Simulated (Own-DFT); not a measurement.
# A layer strained by its substrate: wurtzite AlGaN with randomly placed atoms, 72 atoms (Al27Ga9N36)

The numbers are computed, not measured, by runs of the plane-wave DFT program Own-DFT (in-house, retired, unreviewed) at fixed positions, with no spin and no spin-orbit coupling.

All runs used: PBE; PseudoDojo norm-conserving scalar-relativistic files (stringent for Ga); cutoff 96 hartree; 4 x 4 x 3 k mesh centred on Gamma; Gaussian smearing of 0.01 eV.

Limits: forces on such cells passed a denser k mesh, each cell not checked; stress not checked against mesh or cutoff.

Unstrained cell vectors in Å: (9.394, 0.000, 0.000); (-4.697, 8.135, 0.000); (0.000, 0.000, 10.066). The unstrained cell has measured lattice constants (interpolated for alloys), not those of this functional. That, the random moves and any unrelaxed bonds set the pressure at no strain. Each run strains x and y alike by e, as a substrate would, and holds the height along z. Random moves of width 0.05 Å per axis were added to every atom. The random placing of the alloy's atoms differs from row to row. Stress is positive in tension.

```
e (%),u (Å),(s_xx + s_yy)/2 (GPa),s_zz (GPa)
-3.00,0.049,-26.19,-11.44
-2.75,0.051,-25.04,-10.53
-2.25,0.049,-19.78,-10.91
-1.00,0.051,-13.14,-8.02
-0.25,0.054,-8.90,-5.63
0.25,0.053,-5.02,-7.49
0.50,0.049,-3.72,-4.54
2.00,0.055,3.36,-3.35
2.75,0.051,?,?
3.00,0.052,8.01,-1.54
```

## What the rows give

With e as a fraction, the in-plane stress is -6.8 + 569 e - 2549 e² GPa (errors 11 and 609, scatter 0.65), and s_zz is -6.4 + 165 e GPa (slope ± 15, scatter 0.90). At e = 0 the first slope is C11 + C12 and the second 2 C13, both with the ions held to the strained lattice and at the cell's own pressure. The term in e² is negative: the layer stiffens under compression and softens under tension. A free layer would change its height as e changes, and the in-plane slope would drop by 2 C13²/C33 to the biaxial modulus. At fixed height, a misfit of 1 % moves the in-plane stress by about 5.7 GPa and s_zz by 1.6 GPa.

## Withheld run

Asked: what are the two stresses at e = 2.75 %?

Estimate: 6.9 and -1.9 GPa. Computed: 8.02 and -4.91 GPa. This run lies off the fit, by chance or by something that the fit leaves out.
